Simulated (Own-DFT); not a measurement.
# Point defects and the pressure they add: wurtzite GaN

Everything here is calculated. The program is Own-DFT (plane waves, in-house, since retired, never reviewed by a person); positions were held fixed, and spin and spin-orbit coupling were off.

Method: PBE; PseudoDojo norm-conserving scalar-relativistic files; cutoff 42 hartree; 4 x 4 x 3 k mesh centred on Gamma; Fermi-Dirac smearing of 0.1 eV.

Known weak points (not all hold for every row): not probed for a lower state with spin; forces not confirmed at this smearing and k mesh; stress not checked against mesh or cutoff.

All runs share one cell, with vectors in Å (9.567, 0.000, 0.000); (-4.784, 8.285, 0.000); (0.000, 0.000, 10.370) and a volume of 822.0 Å³. Atoms were moved at random from their sites; u is the rms move along one axis. The defect's site can differ from row to row.

| cell | formula | u (Å) | P (GPa) |
|---|---|---|---|
| no defect | Ga36N36 | 0.0224 | 6.02 |
| no defect | Ga36N36 | 0.0501 | 7.96 |
| no defect | Ga36N36 | 0.0522 | 7.71 |
| one Ga on an N site | Ga37N35 | 0.0287 | 12.01 |
| one Ga on an N site | Ga37N35 | 0.0291 | 11.96 |
| one Ga on an N site | Ga37N35 | 0.0497 | 13.71 |
| one N on a Ga site | Ga35N37 | 0.0292 | 5.50 |
| one N on a Ga site | Ga35N37 | 0.0311 | 5.51 |
| one N on a Ga site | Ga35N37 | 0.0499 | ? |
| one N on a Ga site | Ga35N37 | 0.0514 | 6.77 |

## Analysis

P = P0 + c u² + a shift for each defect gives P0 = 5.58 GPa, c = 864 ± 77 GPa/Å² and a scatter of 0.20 GPa. The shifts, and each times the cell's volume:

- one Ga on an N site: 5.79 ± 0.17 GPa, 29.7 eV
- one N on a Ga site: -0.93 ± 0.17 GPa, -4.8 eV

Against the defect-free cell, a freed cell would be larger where the shift is positive and smaller where it is negative (160.2 GPa Å³ is 1 eV). The atoms around the defects weren't relaxed, which would change these numbers.

## Test on the hidden row

The question: what pressure belongs in the blank (one N on a Ga site, u = 0.0499 Å)?

From the fit: 6.80 ± 0.24 GPa. Computed: 6.67 GPa.
